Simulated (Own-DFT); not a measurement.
# Point defects and the pressure they add: zincblende GaAs

No measurement is shown. These are fixed-geometry runs of a retired plane-wave code named Own-DFT, which no person has reviewed; spin and spin-orbit coupling are neglected.

Method: PBE; PseudoDojo norm-conserving scalar-relativistic files; cutoff 42 hartree; 3 x 3 x 3 k mesh centred on Gamma; Fermi-Dirac smearing of 0.1 eV.

Caveats (not all hold for every row): not probed for a lower state with spin; forces not confirmed at this smearing and k mesh; stress not checked against mesh or cutoff.

All runs share one cell, with vectors in Å (10.862, 0.000, 0.000); (0.000, 10.862, 0.000); (0.000, 0.000, 11.796) and a volume of 1391.7 Å³, strained against the parent crystal. u is the rms random offset of the atoms per axis. The defect's site can differ from row to row.

| cell | formula | u (Å) | P (GPa) |
|---|---|---|---|
| no defect | As32Ga32 | 0.0298 | 6.70 |
| no defect | As32Ga32 | 0.0453 | 6.97 |
| no defect | As32Ga32 | 0.0546 | 7.21 |
| one In on a Ga site | As32Ga31In | 0.0276 | 7.40 |
| one In on a Ga site | As32Ga31In | 0.0300 | 7.43 |
| one In on a Ga site | As32Ga31In | 0.0315 | 7.45 |
| one As vacancy and one Ga vacancy | As31Ga31 | 0.0293 | 5.95 |
| one As vacancy and one Ga vacancy | As31Ga31 | 0.0502 | 6.46 |
| one As vacancy and one Ga vacancy | As31Ga31 | 0.0533 | 6.47 |
| one Al on a Ga site | AlAs32Ga31 | 0.0317 | 6.68 |
| one Al on a Ga site | AlAs32Ga31 | 0.0489 | 6.99 |
| one Al on a Ga site | AlAs32Ga31 | 0.0510 | 7.08 |
| one P on an As site | As31Ga32P | 0.0280 | ? |
| one P on an As site | As31Ga32P | 0.0288 | 6.37 |
| one P on an As site | As31Ga32P | 0.0493 | 6.70 |
| one P on an As site | As31Ga32P | 0.0503 | 6.74 |

## Fit

P = P0 + c u² + a shift for each defect gives P0 = 6.47 GPa, c = 246 ± 12 GPa/Å² and a scatter of 0.03 GPa. The shifts, and each times the cell's volume:

- one In on a Ga site: 0.73 ± 0.03 GPa, 6.4 eV
- one Al on a Ga site: -0.05 ± 0.03 GPa, -0.4 eV (not resolved)
- one P on an As site: -0.35 ± 0.03 GPa, -3.0 eV
- one As vacancy and one Ga vacancy: -0.69 ± 0.03 GPa, -6.0 eV

A positive shift means that the defect pushes the cell outwards. Shift times volume (160.2 GPa Å³ is 1 eV) depends little on the cell's size, so, taken for each site, it can be compared between cells at like pressure. The atoms around the defects weren't relaxed, which would change these numbers.

## The run left out

Q: what pressure belongs in the blank (one P on an As site, u = 0.0280 Å)?

Estimate: 6.32 ± 0.04 GPa. The run itself gave 6.36 GPa.
